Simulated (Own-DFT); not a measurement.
# Shaking the atoms of 3C SiC, 64 atoms (C32Si32)

All numbers below are calculated, not measured. They come from Own-DFT, an in-house plane-wave density functional program, since retired, whose code no person has reviewed. Each row is one single-point run on a periodic cell that was not relaxed, without spin or spin-orbit coupling.

Settings of every run: PBE; PseudoDojo norm-conserving scalar-relativistic files; cutoff 42 hartree; 4 x 4 x 4 k mesh centred on Gamma; Fermi-Dirac smearing of 0.1 eV.

Known limits, some of them of some rows only: some atoms lie very close together; forces on such cells passed a denser k mesh, each cell not checked; stress not checked against mesh or cutoff.

Cell vectors in Å: (8.719, 0.000, 0.000); (0.000, 8.719, 0.000); (0.000, 0.000, 8.719). In each run every atom was moved at random and independently from its ideal site; u is the rms move along one axis. E is the free energy for each atom above the fitted value at u = 0, and F the rms of the force components.

```
run   u (Å)  E (meV/atom)  F (eV/Å)  largest force (eV/Å)  P (GPa)
  1  0.0292          35.6     0.884                  2.88     3.91
  2  0.0296             ?         ?                     ?        ?
  3  0.0308          32.2     0.822                  2.74     3.81
  4  0.0593         148.0     1.895                  6.06     6.43
  5  0.0622         137.3     1.689                  5.28     5.98
  6  0.0969         422.1     3.771                 20.96    13.58
  7  0.0978         326.5     2.881                 12.46    10.21
  8  0.1062         400.6     3.369                 19.10    11.99
  9  0.1413         843.3     6.073                 36.48    23.62
```

## Worked fit

For small independent moves the energy grows as E = (3/2) K u², with K the mean stiffness felt by one atom. The runs with u up to 0.11 Å give K = 25.5 ± 1.7 eV/Å², with residuals divided by u² + 0.0006 Å², since the noise grows with the moves. The scatter is 13.1 meV/atom at u = 0.05 Å. The forces follow F = G u with G = 31.1 eV/Å²; no force at u = 0 is resolved. G exceeds K because the moves of its neighbours add to the force on an atom, and stiffness differs between atoms. At u = 0.141 Å the parabola gives 764 meV/atom and the run 843. The pressure follows P = 3.13 + 863 u² GPa: at fixed volume, shortened bonds push harder than stretched ones pull.

## Withheld run

Question: what energy and rms force should run 2 give?

The fit gives 33 ± 7 meV/atom and about 0.92 eV/Å. The calculation gave 36.1 meV/atom and 0.919 eV/Å.
